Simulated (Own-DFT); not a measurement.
# How strain changes the stress of wurtzite GaN, 72 atoms (Ga36N36)

These are calculations, not measurements. The program, named Own-DFT, is a retired in-house plane-wave density functional code that no person has reviewed. Each row is one single-point run on a periodic cell that was not relaxed, without spin or spin-orbit coupling.

Settings of every run: PBE; PseudoDojo norm-conserving scalar-relativistic files (stringent for Ga); cutoff 96 hartree; 4 x 4 x 3 k mesh centred on Gamma; Gaussian smearing of 0.01 eV.

Known limits: forces not confirmed at this smearing and k mesh; stress not checked against mesh or cutoff.

Unstrained cell vectors in Å: (9.567, 0.000, 0.000); (-4.784, 8.285, 0.000); (0.000, 0.000, 10.370). The unstrained cell has measured lattice constants (interpolated for alloys), not those of this functional. That, the random moves and any unrelaxed bonds set the pressure at no strain. Each run strains this cell uniformly, with the atoms carried along. Every atom was also moved at random, by a Gaussian of width 0.05 Å on each axis. Strain is the symmetric tensor, in per cent. Stress is positive in tension, and the pressure is minus a third of its trace.

| run | e_xx (%) | e_yy (%) | e_zz (%) | e_yz (%) | e_xz (%) | e_xy (%) | s_xx (GPa) | s_yy (GPa) | s_zz (GPa) | s_yz (GPa) | s_xz (GPa) | s_xy (GPa) | P (GPa) | E (meV/atom) |
|---|---|---|---|---|---|---|---|---|---|---|---|---|---|---|
| 1 | -1.12 | -0.40 | -0.51 | -0.33 | 0.91 | -1.06 | -15.63 | -8.10 | -10.95 | -1.01 | 0.00 | -2.22 | 11.56 | 40.0 |
| 2 | -0.85 | -0.68 | -1.80 | -1.92 | -1.92 | 0.62 | -14.10 | -12.44 | -17.30 | -4.52 | -4.67 | 2.31 | 14.61 | 56.9 |
| 3 | 0.15 | -0.15 | 1.51 | 0.87 | -1.32 | 0.59 | -5.36 | -5.90 | -1.28 | 2.29 | -2.42 | 1.24 | 4.18 | 11.9 |
| 4 | -1.60 | -0.69 | 1.18 | -0.79 | 1.12 | 1.76 | -12.19 | -10.91 | -4.14 | -1.36 | 3.08 | 4.76 | 9.08 | 21.9 |
| 5 | -0.62 | 1.00 | -0.44 | 1.79 | -1.90 | 1.52 | -7.83 | -4.61 | -9.73 | 3.20 | -3.77 | 4.03 | 7.39 | 28.7 |
| 6 | -0.77 | -1.34 | 0.03 | -1.01 | 0.03 | 1.46 | -11.55 | -14.44 | -8.71 | -2.04 | 0.00 | 5.02 | 11.57 | 36.9 |
| 7 | 0.27 | -0.56 | -0.71 | -1.77 | -1.44 | -0.49 | -7.10 | -12.85 | -9.23 | -4.34 | -3.25 | -2.27 | 9.72 | 38.1 |
| 8 | -0.35 | -0.43 | 1.54 | 0.33 | 0.77 | -0.58 | -9.02 | -8.39 | -0.63 | 0.56 | 1.98 | -2.37 | 6.01 | 23.0 |
| 9 | 1.05 | 0.66 | -1.68 | 1.18 | -0.71 | 0.52 | -5.22 | -3.88 | -13.11 | 2.48 | -1.64 | 2.01 | 7.40 | 26.3 |
| 10 | 0.35 | 0.95 | -1.75 | 1.72 | 1.59 | -1.61 | -8.13 | -3.50 | -13.22 | 3.62 | 3.47 | -5.99 | 8.28 | 33.7 |
| 11 | 1.59 | 0.87 | 1.96 | -1.53 | -1.19 | -1.01 | 1.85 | -2.18 | 2.51 | -3.41 | -2.04 | -3.46 | -0.73 | 15.3 |
| 12 | -0.23 | -1.78 | 0.95 | 0.91 | 0.47 | 1.72 | -9.14 | -14.76 | -4.18 | 0.93 | -0.31 | 6.13 | 9.36 | 29.0 |
| 13 | 0.13 | 1.15 | 1.36 | -1.99 | -0.24 | 1.26 | -4.58 | -0.75 | -0.99 | -4.23 | -0.31 | 4.10 | 2.11 | 9.0 |
| 14 | -0.92 | 1.96 | 1.72 | -0.43 | -0.46 | -0.79 | -5.83 | 0.21 | 0.71 | -1.19 | -0.20 | -2.75 | 1.64 | 0.0 |
| 15 | 0.02 | -1.35 | -0.48 | 1.43 | -0.07 | 0.01 | ? | ? | ? | ? | ? | ? | ? | ? |

E is the free energy for each atom above the lowest run shown.

## Worked fit

Each stress component was fitted by least squares to a constant and the strains of the runs shown, as fractions, with shears doubled. Shear strains stay in the fit of a normal stress only where such slopes are resolved. The slopes, in GPa:

```
stress  at no strain  per e_xx  per e_yy  per e_zz  scatter
  s_xx          -7.7  372 ± 41  128 ± 34  132 ± 25     1.22
  s_yy          -7.5   63 ± 47  436 ± 38   55 ± 28     1.38
  s_zz          -7.3  100 ± 23   53 ± 19  428 ± 14     0.69
```

Each shear stress against twice its own strain: yz 104 ± 5, xz 105 ± 11, xy 161 ± 12 GPa. These are stiffnesses along x, y and z of the frame in which the cell vectors are given, which need not be the crystal's axes. The atoms are held to the strained lattice; where symmetry lets them move under strain, relaxing them would lower some slopes. The table should be nearly symmetric about its diagonal, and what it lacks of that shows the noise. A ninth of its sum, 196 ± 4 GPa, estimates the bulk modulus near the mean pressure of these runs, 7.3 GPa, so it lies above the value at zero pressure.

## Withheld run

Question: what normal stresses and pressure should run 15 give?

The fit gives s_xx = -10.0, s_yy = -13.6, s_zz = -10.1 and P = 11.2 GPa. The calculation gave -9.31, -11.59, -10.96 and P = 10.62 GPa.
